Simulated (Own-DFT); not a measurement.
# What random displacements cost in beta-Si3N4, 112 atoms (N64Si48)

Calculated results; nothing here was measured. The program, named Own-DFT, is a retired in-house plane-wave density functional code that no person has reviewed. Each row is one single-point run on a periodic cell that was not relaxed, without spin or spin-orbit coupling.

Settings of every run: PBEsol; PseudoDojo norm-conserving scalar-relativistic files, made for PBE; cutoff 42 hartree; 2 x 2 x 4 k mesh centred on Gamma; Fermi-Dirac smearing of 0.1 eV.

Known limits, some of them of some rows only: some atoms lie very close together; forces on such cells moved up to 12 meV/angstrom on a denser k mesh; stress not checked against mesh or cutoff.

Cell vectors in Å: (15.212, 0.000, 0.000); (-7.606, 13.174, 0.000); (0.000, 0.000, 5.818). In each run every atom was moved at random and independently from its ideal site; u is the rms move along one axis. E is the free energy for each atom above the fitted value at u = 0, and F the rms of the force components.

| run | u (Å) | E (meV/atom) | F (eV/Å) | largest force (eV/Å) | P (GPa) |
|---|---|---|---|---|---|
| 1 | 0.0195 | 17.4 | 0.816 | 3.13 | 3.01 |
| 2 | 0.0200 | 21.1 | 0.895 | 3.49 | 3.16 |
| 3 | 0.0489 | 113.5 | 1.942 | 7.62 | 5.91 |
| 4 | 0.0505 | 122.3 | 2.179 | 9.71 | 5.85 |
| 5 | 0.0949 | ? | ? | ? | ? |
| 6 | 0.1032 | 538.7 | 5.202 | 26.17 | 17.07 |
| 7 | 0.1041 | 521.7 | 4.974 | 20.52 | 17.31 |
| 8 | 0.1480 | 948.3 | 6.893 | 35.20 | 25.36 |

## Worked fit

For small independent moves the energy grows as E = (3/2) K u², with K the mean stiffness felt by one atom. The runs with u up to 0.11 Å give K = 32.5 ± 0.6 eV/Å², with residuals divided by u² + 0.0006 Å², since the noise grows with the moves. The scatter is 4.7 meV/atom at u = 0.05 Å. The forces follow F = G u with G = 44.7 eV/Å²; no force at u = 0 is resolved. G exceeds K because the moves of its neighbours add to the force on an atom, and stiffness differs between atoms. At u = 0.148 Å the parabola gives 1066 meV/atom and the run 948. The pressure follows P = 2.54 + 1363 u² GPa: at fixed volume, shortened bonds push harder than stretched ones pull.

## Withheld run

Question: what energy and rms force should run 5 give?

The fit gives 439 ± 17 meV/atom and about 4.24 eV/Å. The calculation gave 433.4 meV/atom and 4.584 eV/Å.
